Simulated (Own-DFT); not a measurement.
Simulation results for AlGa$_{3}$N$_{4}$ (wurtzite random alloy, strained, atoms displaced), Al$_{3}$GaN$_{4}$ (wurtzite random alloy, strained, atoms displaced)

A calculation, not a measurement: plane-wave PBE density functional theory by an unreviewed code, no spin, of a simulated periodic cell, stress positive in tension, free energy of the whole cell less one offset for each atom, forces on such cells passed a denser k mesh, this cell's mesh not checked; offsets are fitted by least squares, one for each functional and potential file, so energies compare only between cells with the same atoms and settings and are not formation energies; the far tail of each file's local potential was reset to the Coulomb form; each entry is a single point on an unrelaxed cell, so the pressure reflects the starting lattice, mostly measured values, from which strain is counted, and rises with the displacements; printed positions are rounded, which can move forces by about a meV/angstrom; the program is a retired in-house code; no spin-orbit coupling. Program: Own-DFT development build.

Common to all runs: functional PBE; k mesh 4 x 4 x 3 centred on Gamma.

(1) 
```cif
# cell vector a (Å): 9.5092 0.0000 0.0000
# cell vector b (Å): -4.7546 8.2353 0.0000
# cell vector c (Å): 0.0000 0.0000 10.3712
data_AlGa3N4
_symmetry_space_group_name_H-M 'P 1'
_symmetry_Int_Tables_number 1
_cell_length_a 9.5092
_cell_length_b 9.5093
_cell_length_c 10.3712
_cell_angle_alpha 90.000
_cell_angle_beta 90.000
_cell_angle_gamma 120.000
_cell_volume 812.18
loop_
_atom_site_label
_atom_site_type_symbol
_atom_site_fract_x
_atom_site_fract_y
_atom_site_fract_z
_atom_site_occupancy
Ga1 Ga 0.10718 0.22115 0.00493 1
Ga2 Ga 0.21852 0.10293 0.25611 1
N1 N 0.11165 0.21739 0.19941 1
N2 N 0.21290 0.10748 0.44330 1
Ga3 Ga 0.11551 0.21540 0.50237 1
Ga4 Ga 0.21816 0.10604 0.75705 1
N3 N 0.11433 0.21943 0.69758 1
N4 N 0.21687 0.11005 0.94361 1
Ga5 Ga 0.10588 0.55441 0.00025 1
Ga6 Ga 0.22555 0.45334 0.25042 1
N5 N 0.11291 0.55453 0.19715 1
N6 N 0.22779 0.44547 0.43636 1
Ga7 Ga 0.10467 0.55710 0.50624 1
Al1 Al 0.21787 0.44205 0.75253 1
N7 N 0.11344 0.56502 0.69401 1
N8 N 0.22420 0.44910 0.94394 1
Ga8 Ga 0.10567 0.89965 0.99708 1
Al2 Al 0.22183 0.76640 0.24972 1
N9 N 0.12148 0.89596 0.18525 1
N10 N 0.23133 0.78330 0.44499 1
Ga9 Ga 0.11571 0.88671 0.50599 1
Ga10 Ga 0.21899 0.77613 0.75185 1
N11 N 0.11611 0.89350 0.68988 1
N12 N 0.22628 0.78052 0.94880 1
Ga11 Ga 0.44567 0.21892 0.99902 1
Ga12 Ga 0.55585 0.11031 0.24875 1
N13 N 0.43875 0.22346 0.18489 1
N14 N 0.54623 0.11913 0.44498 1
Al3 Al 0.44543 0.22899 0.49690 1
Ga13 Ga 0.55668 0.10584 0.74755 1
N15 N 0.44326 0.23199 0.69326 1
N16 N 0.55615 0.10929 0.93410 1
Al4 Al 0.44238 0.54004 0.99636 1
Ga14 Ga 0.55106 0.44811 0.25907 1
N17 N 0.45191 0.56038 0.19068 1
N18 N 0.55374 0.44023 0.43907 1
Ga15 Ga 0.44862 0.55215 0.49808 1
Ga16 Ga 0.55035 0.43902 0.75345 1
N19 N 0.44236 0.55163 0.68656 1
N20 N 0.55842 0.44222 0.94042 1
Al5 Al 0.44839 0.87830 0.99219 1
Ga17 Ga 0.55401 0.78018 0.24701 1
N21 N 0.44827 0.89250 0.19090 1
N22 N 0.55948 0.77088 0.42805 1
Ga18 Ga 0.44600 0.89641 0.50272 1
Ga19 Ga 0.55191 0.77962 0.75041 1
N23 N 0.44559 0.89182 0.68690 1
N24 N 0.56036 0.78965 0.94227 1
Al6 Al 0.78014 0.23024 0.99337 1
Ga20 Ga 0.88275 0.10519 0.24472 1
N25 N 0.78020 0.22693 0.18930 1
N26 N 0.88541 0.11317 0.43589 1
Ga21 Ga 0.77453 0.22039 0.49946 1
Ga22 Ga 0.89027 0.11394 0.74352 1
N27 N 0.77356 0.21932 0.69742 1
N28 N 0.89383 0.11543 0.93157 1
Ga23 Ga 0.77777 0.55734 0.99386 1
Ga24 Ga 0.89321 0.44363 0.24602 1
N29 N 0.77890 0.55092 0.19168 1
N30 N 0.88143 0.43732 0.44802 1
Al7 Al 0.77452 0.55143 0.49837 1
Ga25 Ga 0.88361 0.44667 0.75515 1
N31 N 0.78997 0.56441 0.68925 1
N32 N 0.88328 0.43968 0.93805 1
Al8 Al 0.78072 0.88619 0.99359 1
Al9 Al 0.88210 0.77373 0.24382 1
N33 N 0.77058 0.88770 0.18836 1
N34 N 0.88271 0.77564 0.43751 1
Ga26 Ga 0.77146 0.88609 0.50256 1
Ga27 Ga 0.88831 0.78381 0.74679 1
N35 N 0.77685 0.88441 0.69516 1
N36 N 0.88371 0.77576 0.93853 1
_calc_potential_files 'PseudoDojo norm-conserving, scalar-relativistic, standard set with the stringent files for Ga'
_calc_wave_cutoff 96  # hartree
_calc_occupations 'Gaussian'
_calc_smearing_width 0.01  # eV
_calc_free_energy_of_cell_above_offsets '-10.018'  # eV
_calc_pressure 4.92  # GPa
_calc_stress_xx -6.14  # GPa
_calc_stress_yy -7.25  # GPa
_calc_stress_zz -1.36  # GPa
_calc_stress_yz -0.61  # GPa
_calc_stress_xz -0.1  # GPa
_calc_stress_xy 1.38  # GPa
```

Force:
| element | x (eV/Å) | y (eV/Å) | z (eV/Å) |
| --- | --- | --- | --- |
| Ga | 0.077 | 0.329 | 0.588 |
| Ga | 0.151 | 0.956 | -0.234 |
| N | -0.722 | 0.88 | -1.303 |
| N | 3.026 | -0.167 | -0.211 |
| Ga | -2.459 | 1.57 | 0.259 |
| Ga | 0.715 | 1.02 | -0.161 |
| N | -0.785 | 1.343 | -1.086 |
| N | 0.527 | 1.453 | -0.837 |
| Ga | 0.423 | 0.578 | 0.414 |
| Ga | 1.439 | -1.81 | 0.456 |
| N | -0.547 | 0.695 | -1.432 |
| N | -0.934 | -0.202 | 1.075 |
| Ga | 1.199 | -0.362 | -0.509 |
| Al | 0.305 | 0.416 | -0.162 |
| N | 0.818 | -2.487 | 0.121 |
| N | 0.609 | -0.301 | -1.052 |
| Ga | 1.588 | -1.929 | 1.3 |
| Al | -0.469 | 2.705 | 0.279 |
| N | -0.83 | -2.953 | 0.815 |
| N | -0.99 | -1.245 | -1.788 |
| Ga | -1.207 | -0.133 | -1.036 |
| Ga | 0.371 | 1.146 | 1.101 |
| N | -0.356 | -0.628 | 0.545 |
| N | -0.351 | 0.058 | -1.083 |
| Ga | -0.086 | -0.554 | 0.381 |
| Ga | -0.783 | 0.761 | 0.146 |
| N | 0.742 | 0.196 | 1.048 |
| N | 1.163 | -0.477 | -0.794 |
| Al | -1.227 | -0.846 | 1.455 |
| Ga | -1.548 | 1.088 | 0.582 |
| N | 0.712 | -2.341 | -1.746 |
| N | 0.629 | -0.518 | 1.083 |
| Al | -0.648 | 1.969 | 1.237 |
| Ga | 1.117 | -0.87 | -1.808 |
| N | -0.905 | -0.635 | -1.91 |
| N | 1.061 | 0.082 | 1.039 |
| Ga | -1.176 | 0.664 | 0.337 |
| Ga | 0.622 | 1.851 | -0.284 |
| N | -0.947 | 0.291 | 0.988 |
| N | -0.994 | 0.162 | -0.231 |
| Al | -2.614 | 2.449 | 2.041 |
| Ga | 0.122 | -0.071 | -0.171 |
| N | -1.193 | -1.144 | -1.175 |
| N | -1.278 | 0.764 | 2.078 |
| Ga | 1.256 | -0.576 | -0.792 |
| Ga | 0.493 | -0.763 | 0.242 |
| N | -0.217 | -0.807 | 0.269 |
| N | 2.274 | -2.788 | -0.797 |
| Al | 0.174 | -2.309 | 0.771 |
| Ga | 0.409 | 0.794 | 0.811 |
| N | -0.063 | -0.678 | -1.629 |
| N | 0.402 | -0.559 | 0.802 |
| Ga | -0.079 | -0.451 | 0.686 |
| Ga | 0.183 | -0.377 | 0.809 |
| N | 0.594 | 0.973 | -1.526 |
| N | -1.13 | -0.759 | 1.491 |
| Ga | 0.209 | -0.343 | 1.624 |
| Ga | -0.895 | -0.13 | 1.559 |
| N | -0.621 | 1.146 | -0.557 |
| N | -0.212 | 1.606 | -1.086 |
| Al | 0.199 | 0.8 | 0.385 |
| Ga | 0.884 | -0.286 | -1.027 |
| N | -1.64 | -0.815 | -0.984 |
| N | 0.339 | 0.769 | 0.66 |
| Al | -1.331 | 1.257 | 0.875 |
| Al | 0.726 | 0.673 | 0.825 |
| N | 2.046 | -0.596 | -1.806 |
| N | 1 | -0.773 | -0.386 |
| Ga | 0.615 | 0.401 | -0.535 |
| Ga | 1.344 | -0.811 | 0.465 |
| N | -1.397 | 1.05 | -1.211 |
| N | 0.071 | 0.599 | -0.296 |

(2) 
```cif
# cell vector a (Å): 9.3468 0.0000 0.0000
# cell vector b (Å): -4.6734 8.0946 0.0000
# cell vector c (Å): 0.0000 0.0000 10.0655
data_Al3GaN4
_symmetry_space_group_name_H-M 'P 1'
_symmetry_Int_Tables_number 1
_cell_length_a 9.3468
_cell_length_b 9.3468
_cell_length_c 10.0655
_cell_angle_alpha 90.000
_cell_angle_beta 90.000
_cell_angle_gamma 120.000
_cell_volume 761.54
loop_
_atom_site_label
_atom_site_type_symbol
_atom_site_fract_x
_atom_site_fract_y
_atom_site_fract_z
_atom_site_occupancy
Al1 Al 0.10517 0.21569 0.99478 1
Al2 Al 0.21631 0.10706 0.24712 1
N1 N 0.11066 0.22406 0.19182 1
N2 N 0.22765 0.11704 0.44191 1
Al3 Al 0.11325 0.21934 0.50595 1
Ga1 Ga 0.21907 0.11324 0.75320 1
N3 N 0.11382 0.22501 0.68757 1
N4 N 0.22240 0.10791 0.93664 1
Al4 Al 0.10505 0.55792 0.99954 1
Ga2 Ga 0.22035 0.45176 0.24998 1
N5 N 0.11227 0.55537 0.19485 1
N6 N 0.22810 0.44631 0.44574 1
Al5 Al 0.10908 0.55001 0.49455 1
Ga3 Ga 0.21225 0.43898 0.75322 1
N7 N 0.10602 0.54578 0.69240 1
N8 N 0.21910 0.44454 0.93451 1
Al6 Al 0.10691 0.88096 0.99412 1
Al7 Al 0.22171 0.77381 0.24304 1
N9 N 0.11251 0.88846 0.17929 1
N10 N 0.22373 0.77885 0.44118 1
Al8 Al 0.11561 0.89256 0.49613 1
Al9 Al 0.22266 0.78414 0.75396 1
N11 N 0.11585 0.89678 0.69469 1
N12 N 0.21776 0.76575 0.95257 1
Al10 Al 0.44174 0.22794 0.00423 1
Ga4 Ga 0.56538 0.11527 0.24931 1
N13 N 0.44280 0.22095 0.19340 1
N14 N 0.54831 0.10487 0.44367 1
Al11 Al 0.44861 0.22394 0.50601 1
Al12 Al 0.55239 0.10739 0.74967 1
N15 N 0.44388 0.22467 0.69347 1
N16 N 0.55987 0.11110 0.93730 1
Al13 Al 0.44014 0.55296 0.00359 1
Al14 Al 0.56498 0.44220 0.23930 1
N17 N 0.45348 0.55926 0.19374 1
N18 N 0.55373 0.44700 0.43453 1
Ga5 Ga 0.44485 0.54820 0.50360 1
Al15 Al 0.54749 0.43465 0.75385 1
N19 N 0.43036 0.55033 0.69286 1
N20 N 0.54684 0.45113 0.92872 1
Al16 Al 0.44404 0.89612 0.99575 1
Al17 Al 0.55209 0.78325 0.24221 1
N21 N 0.44916 0.88956 0.18540 1
N22 N 0.55892 0.78479 0.44031 1
Al18 Al 0.44166 0.89151 0.49731 1
Al19 Al 0.55659 0.77534 0.74134 1
N23 N 0.45361 0.87977 0.69530 1
N24 N 0.55288 0.78185 0.94283 1
Ga6 Ga 0.78169 0.22364 0.00257 1
Al20 Al 0.89076 0.11599 0.24909 1
N25 N 0.77643 0.23172 0.18051 1
N26 N 0.89658 0.11404 0.43816 1
Ga7 Ga 0.78969 0.23274 0.48931 1
Ga8 Ga 0.89087 0.11322 0.75689 1
N27 N 0.78975 0.23391 0.67914 1
N28 N 0.88324 0.10724 0.93084 1
Al21 Al 0.77507 0.55394 0.00059 1
Ga9 Ga 0.87819 0.44003 0.25233 1
N29 N 0.77229 0.54822 0.19294 1
N30 N 0.88064 0.43707 0.44684 1
Al22 Al 0.78903 0.55981 0.50038 1
Al23 Al 0.88552 0.44475 0.75552 1
N31 N 0.76952 0.54987 0.69515 1
N32 N 0.89574 0.44373 0.93724 1
Al24 Al 0.77359 0.88453 0.99656 1
Al25 Al 0.89285 0.77932 0.24760 1
N33 N 0.77524 0.89525 0.18106 1
N34 N 0.88883 0.76703 0.44387 1
Al26 Al 0.78463 0.89602 0.50142 1
Al27 Al 0.88468 0.77844 0.74701 1
N35 N 0.77425 0.88092 0.68859 1
N36 N 0.89671 0.77237 0.93832 1
_calc_potential_files 'PseudoDojo norm-conserving, scalar-relativistic, standard set'
_calc_wave_cutoff 42  # hartree
_calc_occupations 'Fermi-Dirac'
_calc_smearing_width 0.1  # eV
_calc_free_energy_of_cell_above_offsets '-15.982'  # eV
_calc_pressure 8.82  # GPa
_calc_stress_xx -8.48  # GPa
_calc_stress_yy -10.16  # GPa
_calc_stress_zz -7.81  # GPa
_calc_stress_yz 0.23  # GPa
_calc_stress_xz -0.34  # GPa
_calc_stress_xy 0.63  # GPa
```

Force:
| element | x (eV/Å) | y (eV/Å) | z (eV/Å) |
| --- | --- | --- | --- |
| Al | 0.229 | 0.961 | 0.669 |
| Al | 0.528 | 0.753 | 0.683 |
| N | -0.103 | -0.841 | -1.361 |
| N | -0.147 | -1.076 | -0.547 |
| Al | 0.064 | 1.06 | -1.196 |
| Ga | 0.489 | 0.642 | -0.799 |
| N | -0.464 | -1.368 | -0.189 |
| N | -0.303 | -0.028 | 2.435 |
| Al | 1.906 | -1.991 | 0.715 |
| Ga | 2.69 | -1.202 | 1.112 |
| N | -2.183 | 0.71 | -1.53 |
| N | -2.146 | -1.341 | -0.753 |
| Al | 0.434 | 0.701 | 1.617 |
| Ga | 0.594 | 0.805 | -0.741 |
| N | -2.31 | 2.69 | -1.151 |
| N | -0.159 | -0.681 | 3.589 |
| Al | 0.864 | 1.131 | 0.282 |
| Al | 0.185 | 1.407 | 0.766 |
| N | -0.306 | -0.275 | 1.568 |
| N | -0.627 | -0.606 | -0.878 |
| Al | 0.043 | -0.069 | 0.805 |
| Al | 1.188 | -1.79 | -0.346 |
| N | -0.243 | -2.238 | -1.224 |
| N | -0.235 | 2.946 | -2.047 |
| Al | 0.677 | -0.564 | -0.926 |
| Ga | -1.875 | -1.369 | 0.756 |
| N | -0.497 | 0.106 | -1.295 |
| N | 0.336 | 1.387 | -0.329 |
| Al | -0.341 | 0.766 | -1.016 |
| Al | 1.252 | 0.537 | -0.753 |
| N | 1.138 | -1.077 | -0.654 |
| N | -1.931 | 0.754 | -0.028 |
| Al | -0.947 | 1.187 | -0.577 |
| Al | -3.546 | -0.403 | 2.839 |
| N | -0.162 | -0.228 | -1.22 |
| N | 2.955 | -1.207 | -0.113 |
| Ga | -0.134 | 1.911 | -0.024 |
| Al | -0.654 | 1.962 | -2.063 |
| N | 2.71 | 0.507 | 0.357 |
| N | 1.763 | -0.925 | 3.621 |
| Al | 0.831 | -1.152 | 0.406 |
| Al | 1.815 | -0.855 | 1.568 |
| N | -1.802 | 0.084 | -0.299 |
| N | 0.267 | 0.412 | -0.65 |
| Al | 1.423 | -1.294 | 0.93 |
| Al | 0.781 | -1.761 | 1.884 |
| N | -3.929 | 2.181 | -1.066 |
| N | 0.586 | -0.79 | -0.75 |
| Ga | -0.278 | -0.276 | -2.371 |
| Al | 0.127 | -0.485 | -0.239 |
| N | 2.205 | -1.462 | 2.621 |
| N | 0.504 | -0.528 | -0.814 |
| Ga | -0.788 | -4.788 | 2.518 |
| Ga | -0.79 | -0.02 | -4.105 |
| N | -1.403 | -1.365 | 2.058 |
| N | 1.394 | -0.542 | 4.055 |
| Al | 0.12 | -0.34 | -0.97 |
| Ga | 1.796 | 1.257 | 0.66 |
| N | 0.571 | 2.743 | -2.082 |
| N | 0.877 | 4.686 | -2.267 |
| Al | -2.541 | -1.93 | 1.315 |
| Al | 0.466 | 0.059 | -1.599 |
| N | 0.466 | 0.733 | -0.611 |
| N | -2.038 | 0.62 | 0.887 |
| Al | 0.074 | -0.061 | -0.481 |
| Al | -0.975 | 0.014 | 0.116 |
| N | 1.234 | -0.154 | 1.257 |
| N | -0.051 | 2.876 | -1.338 |
| Al | -0.785 | -1.308 | -0.548 |
| Al | 1.128 | -0.963 | 0.315 |
| N | 0.314 | 0.826 | -0.299 |
| N | -2.334 | -0.059 | -0.16 |

(3) 
```cif
# cell vector a (Å): 9.7232 0.0000 0.0000
# cell vector b (Å): -4.8616 8.4205 0.0000
# cell vector c (Å): 0.0000 0.0000 10.2685
data_AlGa3N4
_symmetry_space_group_name_H-M 'P 1'
_symmetry_Int_Tables_number 1
_cell_length_a 9.7232
_cell_length_b 9.7232
_cell_length_c 10.2685
_cell_angle_alpha 90.000
_cell_angle_beta 90.000
_cell_angle_gamma 120.000
_cell_volume 840.73
loop_
_atom_site_label
_atom_site_type_symbol
_atom_site_fract_x
_atom_site_fract_y
_atom_site_fract_z
_atom_site_occupancy
Al1 Al 0.11524 0.22860 0.99867 1
Ga1 Ga 0.22659 0.10945 0.25219 1
N1 N 0.10833 0.22552 0.18942 1
N2 N 0.22622 0.11542 0.43335 1
Al2 Al 0.10908 0.21558 0.50124 1
Ga2 Ga 0.22569 0.10755 0.74981 1
N3 N 0.11158 0.21887 0.68753 1
N4 N 0.22363 0.11099 0.94506 1
Ga3 Ga 0.12027 0.55341 0.00231 1
Ga4 Ga 0.22664 0.44633 0.24716 1
N5 N 0.11090 0.55175 0.18702 1
N6 N 0.23115 0.45052 0.44699 1
Al3 Al 0.12411 0.56777 0.50546 1
Ga5 Ga 0.23214 0.43901 0.74574 1
N7 N 0.11072 0.54865 0.69156 1
N8 N 0.22860 0.44830 0.93818 1
Ga6 Ga 0.10629 0.87908 0.99215 1
Al4 Al 0.21946 0.77069 0.24753 1
N9 N 0.10123 0.88204 0.18451 1
N10 N 0.22350 0.76954 0.43735 1
Ga7 Ga 0.11337 0.89130 0.49820 1
Ga8 Ga 0.21177 0.76833 0.74698 1
N11 N 0.11198 0.89325 0.68824 1
N12 N 0.22383 0.77695 0.93455 1
Ga9 Ga 0.44333 0.21617 0.00784 1
Ga10 Ga 0.55265 0.11100 0.24814 1
N13 N 0.44335 0.21425 0.18699 1
N14 N 0.54839 0.11050 0.44656 1
Al5 Al 0.44763 0.21527 0.50239 1
Al6 Al 0.55095 0.11379 0.74975 1
N15 N 0.44544 0.21507 0.68772 1
N16 N 0.56183 0.11383 0.94164 1
Ga11 Ga 0.44815 0.55581 0.99628 1
Ga12 Ga 0.54662 0.43573 0.24952 1
N17 N 0.44180 0.56304 0.17938 1
N18 N 0.55139 0.44085 0.43449 1
Al7 Al 0.45067 0.56582 0.50263 1
Ga13 Ga 0.56373 0.44823 0.75303 1
N19 N 0.44333 0.54668 0.69196 1
N20 N 0.54228 0.43885 0.93031 1
Ga14 Ga 0.43736 0.88870 0.00231 1
Ga15 Ga 0.56097 0.77991 0.25315 1
N21 N 0.43807 0.88191 0.19736 1
N22 N 0.55525 0.78248 0.43521 1
Ga16 Ga 0.43110 0.87773 0.49925 1
Ga17 Ga 0.55605 0.78444 0.74479 1
N23 N 0.44209 0.88819 0.68303 1
N24 N 0.55933 0.77803 0.93639 1
Ga18 Ga 0.76070 0.22069 0.99420 1
Al8 Al 0.89642 0.11346 0.25664 1
N25 N 0.78971 0.23334 0.18666 1
N26 N 0.89347 0.12142 0.43681 1
Ga19 Ga 0.76810 0.21822 0.50580 1
Ga20 Ga 0.88505 0.10515 0.76547 1
N27 N 0.77910 0.21608 0.68598 1
N28 N 0.88377 0.10952 0.94209 1
Ga21 Ga 0.77460 0.54915 0.01050 1
Ga22 Ga 0.88771 0.44464 0.25381 1
N29 N 0.77312 0.54997 0.19343 1
N30 N 0.89402 0.44882 0.44447 1
Ga23 Ga 0.78035 0.55157 0.49048 1
Ga24 Ga 0.89747 0.44599 0.74319 1
N31 N 0.77556 0.55158 0.69967 1
N32 N 0.88569 0.43866 0.93400 1
Al9 Al 0.77184 0.88285 0.99549 1
Ga25 Ga 0.88909 0.78001 0.25158 1
N33 N 0.76185 0.88141 0.18637 1
N34 N 0.88872 0.77470 0.43353 1
Ga26 Ga 0.78141 0.88647 0.50422 1
Ga27 Ga 0.88728 0.77345 0.75410 1
N35 N 0.77373 0.88355 0.69919 1
N36 N 0.88751 0.78043 0.93844 1
_calc_potential_files 'PseudoDojo norm-conserving, scalar-relativistic, standard set with the stringent files for Ga'
_calc_wave_cutoff 96  # hartree
_calc_occupations 'Gaussian'
_calc_smearing_width 0.01  # eV
_calc_free_energy_of_cell_above_offsets '-9.965'  # eV
_calc_pressure -1.24  # GPa
_calc_stress_xx 3.24  # GPa
_calc_stress_yy 5.61  # GPa
_calc_stress_zz -5.13  # GPa
_calc_stress_yz -0.2  # GPa
_calc_stress_xz 0.38  # GPa
_calc_stress_xy -0.99  # GPa
```

Force:
| element | x (eV/Å) | y (eV/Å) | z (eV/Å) |
| --- | --- | --- | --- |
| Al | -0.337 | -0.721 | 0.24 |
| Ga | -1.221 | -0.427 | -1.645 |
| N | 0.689 | -0.75 | -0.406 |
| N | 0.127 | -0.124 | 2.078 |
| Al | -0.18 | 1.381 | -0.249 |
| Ga | -0.472 | 0.945 | 0.573 |
| N | 0.012 | -0.665 | -0.024 |
| N | -0.663 | -0.064 | -0.416 |
| Ga | -1.332 | -0.383 | -0.949 |
| Ga | -0.264 | -0.037 | 0.977 |
| N | -0.317 | 1.17 | 0.998 |
| N | -0.415 | -0.23 | -0.069 |
| Al | -0.181 | -2.607 | -0.507 |
| Ga | -1.328 | -0.285 | 0.473 |
| N | 0.792 | 0.862 | -1.132 |
| N | -0.164 | -1.374 | -0.062 |
| Ga | -0.326 | 0.998 | 0.793 |
| Al | -0.491 | 0.058 | -0.068 |
| N | 1.758 | 0.11 | 0.762 |
| N | -1.749 | 0.338 | -0.778 |
| Ga | 0.028 | -0.206 | -0.366 |
| Ga | 0.859 | 0.744 | -0.105 |
| N | -0.009 | -1.23 | -0.103 |
| N | -0.264 | -0.316 | 0.447 |
| Ga | -0.634 | 0.608 | -2.412 |
| Ga | 1.723 | -0.316 | 0.836 |
| N | -0.544 | 0.664 | 1.181 |
| N | 0.475 | -0.537 | -1.134 |
| Al | -1.539 | 1.283 | -0.137 |
| Al | 1.367 | -0.666 | -0.234 |
| N | -0.034 | 0.536 | -0.234 |
| N | -3.146 | -1.982 | -1.825 |
| Ga | -0.386 | 0.524 | -0.602 |
| Ga | -0.231 | 1.003 | -0.427 |
| N | 1.034 | -0.923 | 1.607 |
| N | -0.225 | -0.09 | 1.577 |
| Al | 0.209 | -1.326 | -0.346 |
| Ga | -0.711 | -1.004 | -1.335 |
| N | 0.69 | 1.767 | -1.56 |
| N | 1.603 | -0.396 | 2.843 |
| Ga | 1.471 | -0.274 | 0.021 |
| Ga | -1.37 | -0.795 | -0.829 |
| N | -0.709 | 0.527 | -0.708 |
| N | 0.744 | -0.859 | 2.021 |
| Ga | 1.413 | 1.604 | -0.436 |
| Ga | -0.408 | -1.24 | 0.827 |
| N | -0.5 | 0.542 | 1.512 |
| N | -0.658 | 0.48 | 0.191 |
| Ga | 4.031 | 1.59 | 1.567 |
| Al | -1.245 | -0.063 | -1.789 |
| N | -0.488 | -1.959 | 0.682 |
| N | 0.727 | -1.006 | 0.682 |
| Ga | 0.961 | 0.317 | -1.325 |
| Ga | 0.278 | 0.622 | -2.723 |
| N | -1.113 | -0.149 | 2.01 |
| N | 0.932 | -0.143 | 2.099 |
| Ga | 0.012 | 0.132 | -2.176 |
| Ga | 0.627 | -0.059 | -0.191 |
| N | -0.32 | 0.369 | 0.487 |
| N | 1.109 | -0.134 | 0.126 |
| Ga | -1.088 | 0.068 | 1.254 |
| Ga | -1.159 | -1.122 | 0.797 |
| N | 1.046 | 0.672 | -2.081 |
| N | 0.142 | 0.935 | 0.663 |
| Al | 0.054 | 0.822 | 0.713 |
| Ga | -0.911 | -0.324 | -1.565 |
| N | 2.606 | 2.074 | -0.524 |
| N | 0.071 | 0.505 | 1.638 |
| Ga | -0.668 | 0.739 | -0.207 |
| Ga | -0.131 | -0.07 | -0.635 |
| N | 0.756 | 0.469 | -1.413 |
| N | -0.411 | -0.6 | 1.052 |
